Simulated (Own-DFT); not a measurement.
Simulation results for HfO2 (monoclinic hafnia, atoms displaced)

Computed with Own-DFT development build. A calculation, not a measurement: plane-wave PBE density functional theory by an unreviewed code, no spin, of a simulated periodic cell, stress positive in tension, free energy of the whole cell less one offset for each atom, hafnium file: forces about 75 meV/angstrom off all-electron values; oxygen file: force components 24 meV/angstrom off all-electron in one glass; forces on such cells passed a denser k mesh, this cell's mesh not checked; offsets are fitted by least squares, one for each functional and potential file, so energies compare only between cells with the same atoms and settings and are not formation energies; the far tail of each file's local potential was reset to the Coulomb form; each entry is a single point on an unrelaxed cell, so the pressure reflects the starting lattice, mostly measured values, from which strain is counted, and rises with the displacements; printed positions are rounded, which can move forces by about a meV/angstrom; the program is a retired in-house code; no spin-orbit coupling; before rounding, a Quantum ESPRESSO 7.3.1 run of the same cell and cutoff gave forces within 1 meV/angstrom rms on each cell, which checks the program and not the settings.

Settings shared by all entries: functional PBE; potential files PseudoDojo norm-conserving, scalar-relativistic, standard set; wave cutoff 72 hartree; occupations Fermi-Dirac; smearing width 0.1 eV; k mesh 2 x 2 x 2 centred on Gamma.

(1) 
```xyz
96
Lattice="10.2340 0.0000 0.0000 0.0000 10.3500 0.0000 -1.6955 0.0000 10.4453" Properties=species:S:1:pos:R:3:force_x:R:1:force_y:R:1:force_z:R:1 formula=HfO2 free_energy_of_cell_above_offsets=-83.897 pressure=8.08 stress_xx=-8.15 stress_yy=-8.81 stress_zz=-7.28 stress_yz=0.77 stress_xz=0.17 stress_xy=-1.22
Hf     1.2539     0.2828     1.0194     -2.225     -1.801      0.955
Hf     3.5407     2.8849     1.5166     -4.018     -3.067      2.892
Hf     2.9684     5.0326     4.1439      1.789     -1.633      0.196
Hf     0.7719     2.3350     3.6578       1.34       1.62     -1.392
O      0.0767     1.7279     1.7598     -0.281      0.096     -0.113
O      4.4243     4.3445     0.9255      4.341      4.166     -2.092
O      4.2019     3.5511     3.5732      -0.01     -1.458      -1.53
O     -0.2234     0.8523     4.3268     -2.049     -2.319      1.356
O      1.8984     3.8966     2.4496     -0.433      0.713      1.097
O      2.7261     1.4272     0.1446      0.863     -0.105     -1.419
O      2.4428     1.1656     2.6232     -0.051      1.292      1.072
O      1.3873     3.8682     5.0909      0.281     -1.047       0.97
Hf     0.4628     0.2399     6.2629      -2.95      -0.89      0.502
Hf     2.4655     2.7518     6.7100      3.944      0.748     -0.412
Hf     2.2914     4.8718     9.3037      -2.92      2.962      2.585
Hf     0.0299     2.4483     9.0004     -2.449     -0.802      0.036
O     -0.9305     1.8356     7.0472      6.253      -3.58      0.141
O      3.7593     4.3747     6.0004     -1.952     -1.364      0.923
O      3.3663     3.5111     8.6577      0.776      -2.51     -1.331
O     -1.3309     0.8818     9.5400      2.283      1.127      0.581
O      1.0194     3.9984     7.8831      0.157       -2.6     -1.311
O      1.9132     1.2100     5.2801      1.373      1.926      0.781
O      1.6362     1.2117     7.9400     -1.067      0.263      -0.37
O      0.5443     4.0045    10.4275      0.172      -2.55     -1.932
Hf     1.1239     5.4141     1.1470      2.001     -0.409     -1.033
Hf     3.4261     7.9911     1.4653     -0.805     -0.992      1.637
Hf     3.2433    10.1862     4.1427     -3.926     -1.519      -2.83
Hf     0.8099     7.5075     3.7141     -0.466      0.716     -0.588
O      0.0485     6.9628     1.7394     -0.149     -0.258      0.744
O      4.6212     9.5917     0.6830      -0.55      -2.19      3.048
O      4.1917     8.4916     3.4618     -0.876      1.105     -0.805
O     -0.4681     5.9071     4.2310      2.787      2.154      0.443
O      1.9004     9.2127     2.6526       0.22     -1.711     -1.922
O      2.8452     6.3566     0.0237      0.514      3.219      1.761
O      2.3094     6.5175     2.5532      0.766     -0.393      1.907
O      1.4411     8.9604     5.1621     -0.104      0.117      0.802
Hf     0.3943     5.2786     6.4713     -1.869      0.834     -2.341
Hf     2.5727     8.0415     6.7901      0.005     -2.332     -2.348
Hf     2.2446     9.9849     9.4151     -2.449      5.019     -2.036
Hf     0.0598     7.5809     8.8784      -2.28      -2.49      1.719
O     -0.9090     6.6893     7.2027      1.463      0.059     -1.383
O      3.7576     9.5274     5.9490     -0.596     -1.768      2.747
O      3.2923     8.5763     8.7092     -0.218     -0.439     -1.527
O     -1.1074     6.0826     9.6137     -1.364     -1.015      1.218
O      0.9240     9.0182     7.7583      1.637      1.248     -1.398
O      1.8453     6.4562     5.4423      0.164      0.851     -0.665
O      1.5505     6.2899     8.0309      0.338      2.321     -1.614
O      0.5622     8.9794    10.2814      1.359      0.654      1.516
Hf     6.3143     0.1949     1.0647      2.639      0.372       0.19
Hf     8.5636     2.7577     1.4920      -1.09     -0.697      0.948
Hf     8.0769     5.0194     4.1190     -0.341     -2.317      0.676
Hf     6.0100     2.2673     3.6968     -0.545      2.718      1.328
O      5.1665     1.7364     1.8047      0.662     -0.888      0.115
O      9.6664     4.2294     0.8902      1.038      1.629     -0.938
O      9.2381     3.2860     3.4708     -0.465      0.576     -0.733
O      4.7461     0.9102     4.5376      1.495      0.907     -1.169
O      6.8775     3.7935     2.4795      0.883      1.898     -0.762
O      7.9051     1.2955     0.0176     -0.409      1.066       1.82
O      7.5031     1.2273     2.6891      0.049     -1.175     -0.292
O      6.5310     3.9110     5.0768      0.481     -1.516     -0.359
Hf     5.4619     0.1212     6.3449      2.916      2.153      0.245
Hf     7.7395     2.7201     6.6871     -3.778      2.895      0.249
Hf     7.5006     4.9474     9.4061     -3.301      0.771     -1.876
Hf     5.0531     2.3865     8.9826      2.555      1.751     -2.661
O      4.4060     1.7951     6.9774      -1.77     -0.106      0.054
O      8.9291     4.2517     5.9490      0.069        0.6      0.273
O      8.5379     3.5047     8.5876      0.909     -0.105      1.185
O      3.9296     0.9336     9.5928     -1.941     -2.183      0.838
O      6.2296     3.8767     7.7252       -0.3      0.752      0.006
O      7.1883     1.3050     5.3204     -1.137     -0.472     -1.042
O      6.6360     1.3046     7.9641      -0.34     -0.444     -0.245
O      5.5823     3.9942    10.2586      0.577     -1.917      0.782
Hf     6.2627     5.3926     1.0872      1.937     -1.409     -0.266
Hf     8.4448     7.8472     1.7163      3.424      4.323     -7.317
Hf     8.2564    10.0613     4.0968     -2.133        0.7      1.257
Hf     5.9610     7.4820     3.5913     -0.918      1.774      6.049
O      5.3203     6.9958     1.8687     -3.114     -0.726     -4.398
O      9.7365     9.4085     0.7432      0.654      1.201      0.537
O      9.3444     8.6218     3.3345      1.144     -0.178      1.685
O      4.8269     5.9388     4.4272     -1.634      1.001     -1.774
O      6.9180     8.9864     2.6132      0.517      2.973     -1.708
O      7.8505     6.3807     0.1429      0.505      1.206      0.248
O      7.5198     6.6005     2.6628     -1.234     -6.472      2.381
O      6.6226     8.9499     5.0519     -0.747      1.019      0.713
Hf     5.5072     5.4068     6.2380      1.654     -2.256      1.045
Hf     7.8007     7.9293     6.8692     -1.909      0.303     -1.112
Hf     7.2265    10.1549     9.3480      1.053     -1.342      0.652
Hf     4.9005     7.4945     8.8936      6.541      0.095     -0.235
O      4.2998     6.7628     6.9895     -2.513      3.318      1.115
O      8.7581     9.5208     6.0321      2.804      0.691     -0.033
O      8.4288     8.5762     8.6849      1.025       -0.1     -0.365
O      3.9902     6.0481     9.5889     -2.922     -2.166      1.335
O      6.2129     9.1814     7.7036     -1.078     -1.224      0.484
O      7.0526     6.5452     5.1596      1.079     -0.738      1.278
O      6.6145     6.4476     7.8448     -0.099      0.055      1.017
O      5.7294     8.9908    10.4096     -1.666     -0.277     -0.461
```

Units: free_energy_of_cell_above_offsets in eV; pressure, stress_xx, stress_yy, stress_zz, stress_yz, stress_xz, stress_xy in GPa; force_x, force_y, force_z in eV/Å.

(2) 
```xyz
96
Lattice="10.2340 0.0000 0.0000 0.0000 10.3500 0.0000 -1.6955 0.0000 10.4453" Properties=species:S:1:pos:R:3:force_x:R:1:force_y:R:1:force_z:R:1 formula=HfO2 free_energy_of_cell_above_offsets=-93.824 pressure=5.28 stress_xx=-5.2 stress_yy=-5.16 stress_zz=-5.48 stress_yz=0.14 stress_xz=-0.01 stress_xy=-0.5
Hf     1.2519     0.1969     1.1192     -0.356      0.406     -0.994
Hf     3.4324     2.8163     1.4256      0.365      0.667      1.667
Hf     3.0360     5.0121     4.0994     -0.141     -1.474       0.16
Hf     0.7328     2.3718     3.7322      1.696      1.036      -0.45
O      0.0879     1.7671     1.7252     -0.341      0.527      0.892
O      4.6466     4.3130     0.8676     -0.006      0.189     -1.266
O      4.1997     3.4214     3.3249      0.416     -0.019      1.102
O     -0.3448     0.8273     4.3846      0.482     -0.009       0.53
O      1.8811     4.0492     2.5925     -0.458     -1.838     -1.588
O      2.8143     1.3905     0.0197      0.126     -1.098      0.743
O      2.3407     1.2024     2.6533      0.438      0.029      1.076
O      1.5158     3.8401     5.0339     -0.509     -0.591      0.965
Hf     0.3370     0.1678     6.3032      0.802       0.84      0.964
Hf     2.5639     2.7473     6.8112      0.961       0.92     -0.832
Hf     2.1796     5.0177     9.3752      0.067      -1.24     -0.243
Hf    -0.1173     2.4144     8.8665      0.692      0.068      0.892
O     -0.7781     1.8144     7.0212     -0.062     -1.276     -1.252
O      3.8031     4.2734     6.0957      0.257      0.616     -0.489
O      3.3267     3.3790     8.6981     -0.017      1.031      0.685
O     -1.2776     0.9609     9.6469      0.574     -0.818      0.227
O      1.0782     3.8686     7.7058     -0.406      1.301      0.249
O      1.9746     1.3059     5.4660     -0.443     -0.733     -1.824
O      1.4958     1.2607     7.9410      0.307      -1.39      0.339
O      0.6215     3.8800    10.3191      0.172     -0.044      0.082
Hf     1.1904     5.3769     1.0725      1.289      0.551      0.078
Hf     3.4468     7.9597     1.5094     -0.867     -1.536      0.262
Hf     3.0598    10.0923     4.2028     -1.362      1.146     -1.714
Hf     0.7904     7.5557     3.6568     -0.328     -1.166      0.356
O      0.1061     6.8589     1.8163     -1.378      0.846     -0.425
O      4.6084     9.4515     0.8273      0.324       0.65      -0.47
O      4.1739     8.5848     3.4382     -0.353      0.565     -0.401
O     -0.3417     6.0340     4.3993     -0.144      -0.05      0.023
O      1.8431     9.0113     2.5173      0.729          1     -0.131
O      2.8822     6.4906     0.0850     -0.305      0.895      0.037
O      2.3707     6.4016     2.6277      0.866      0.988      0.671
O      1.4691     9.0065     5.1964     -0.208      0.113     -0.876
Hf     0.4312     5.3940     6.3419     -0.922     -0.706     -1.111
Hf     2.6685     8.0213     6.7476     -1.653     -2.162      0.012
Hf     2.2956    10.1589     9.3644     -1.422      0.486     -0.657
Hf     0.0313     7.6141     8.8941     -1.795      -1.47      0.643
O     -0.7771     6.8421     7.0378     -0.329      0.973      0.186
O      3.7130     9.5002     5.9972      1.547      0.776      0.471
O      3.4371     8.5814     8.5619     -1.188      1.968      1.344
O     -1.1734     6.0049     9.6283      0.157      0.995       -0.4
O      1.0010     9.0331     7.7660      0.745      1.279     -0.404
O      1.9237     6.4381     5.2663      0.842      1.242      0.732
O      1.4698     6.4657     7.9424      1.216     -0.622       0.05
O      0.4950     9.0428    10.3641       1.33     -0.049     -0.045
Hf     6.2969     0.2088     1.1139      1.763      0.387      -0.16
Hf     8.5886     2.8037     1.4908     -0.337     -0.122      0.197
Hf     8.1768     4.9189     4.1725     -0.304       2.26      0.142
Hf     5.9791     2.3160     3.7261     -0.446      2.808     -1.375
O      5.2980     1.8057     1.7869     -0.627     -0.636     -0.421
O      9.7653     4.3312     0.7017     -0.804     -1.411      2.137
O      9.2279     3.3814     3.5527      1.387      -1.47     -1.274
O      4.8694     0.8639     4.4215       -1.8     -1.231     -0.274
O      7.0431     3.9763     2.5841     -0.006     -1.029     -1.393
O      8.0216     1.3215     0.0351     -1.162      0.698      1.477
O      7.5457     1.1746     2.7089     -0.308      0.814     -0.104
O      6.6027     3.8727     5.1317      -0.86     -0.945      0.388
Hf     5.4525     0.1913     6.2829      1.344      0.179      1.823
Hf     7.6265     2.7205     6.7533      1.762      2.383      1.467
Hf     7.2635     5.0424     9.4409      1.857     -1.345     -2.424
Hf     5.1125     2.4214     8.9722      0.288     -0.619     -1.545
O      4.3524     1.7872     7.0226      0.631     -1.084      -0.26
O      8.8809     4.4019     6.0824     -0.307     -1.182      0.237
O      8.4753     3.4619     8.6409     -0.883      0.541      0.093
O      3.9230     0.9597     9.6310     -0.894     -1.863      0.829
O      6.2006     3.8913     7.8113     -0.685      0.457     -0.866
O      7.1332     1.3413     5.3840     -0.403      -0.74     -1.022
O      6.6148     1.1176     7.9480      0.012      1.409     -0.814
O      5.7511     3.8014    10.3135     -0.175      0.982      1.234
Hf     6.3707     5.4213     0.9998      0.427     -1.577      2.542
Hf     8.5000     8.0344     1.5042       1.55      -0.92        1.2
Hf     8.1681    10.1878     4.1741     -0.597     -2.225     -1.173
Hf     5.8668     7.5408     3.6943      2.654     -0.791      0.065
O      5.2074     6.7516     1.7589     -1.776      2.639      1.124
O      9.7126     9.5053     0.7487       0.91     -0.364      1.253
O      9.3386     8.6411     3.3437     -0.128      0.716       0.64
O      4.7147     6.1290     4.4596      0.031     -0.668      0.279
O      7.0528     9.0491     2.5035     -1.441      0.905     -0.123
O      7.9918     6.5292     0.1400     -0.521      0.051     -0.629
O      7.4902     6.4037     2.7344      0.001      0.661     -0.523
O      6.5725     9.0462     5.0602     -0.352      0.013      0.373
Hf     5.5167     5.3436     6.2896     -0.375       0.39      0.351
Hf     7.7673     7.9416     6.7691     -0.933     -0.411     -1.274
Hf     7.3570    10.1152     9.3859     -0.922      0.786     -0.926
Hf     5.1507     7.5356     8.9230      0.113      1.008     -0.836
O      4.2978     6.9451     7.0327      1.389       -1.4     -0.296
O      8.8823     9.4600     5.9926      0.455       0.19      0.403
O      8.4079     8.6313     8.5547      1.655     -0.487      1.009
O      3.9010     6.1503     9.6784     -0.152     -0.744     -0.651
O      6.1268     9.0597     7.6980     -0.294     -0.334     -0.175
O      7.1215     6.5182     5.3028     -0.916      0.095      0.539
O      6.6775     6.4147     7.9705     -0.611      0.177     -0.458
O      5.7236     9.0705    10.3794     -0.617     -0.763     -0.667
```

Units: free_energy_of_cell_above_offsets in eV; pressure, stress_xx, stress_yy, stress_zz, stress_yz, stress_xz, stress_xy in GPa; force_x, force_y, force_z in eV/Å.
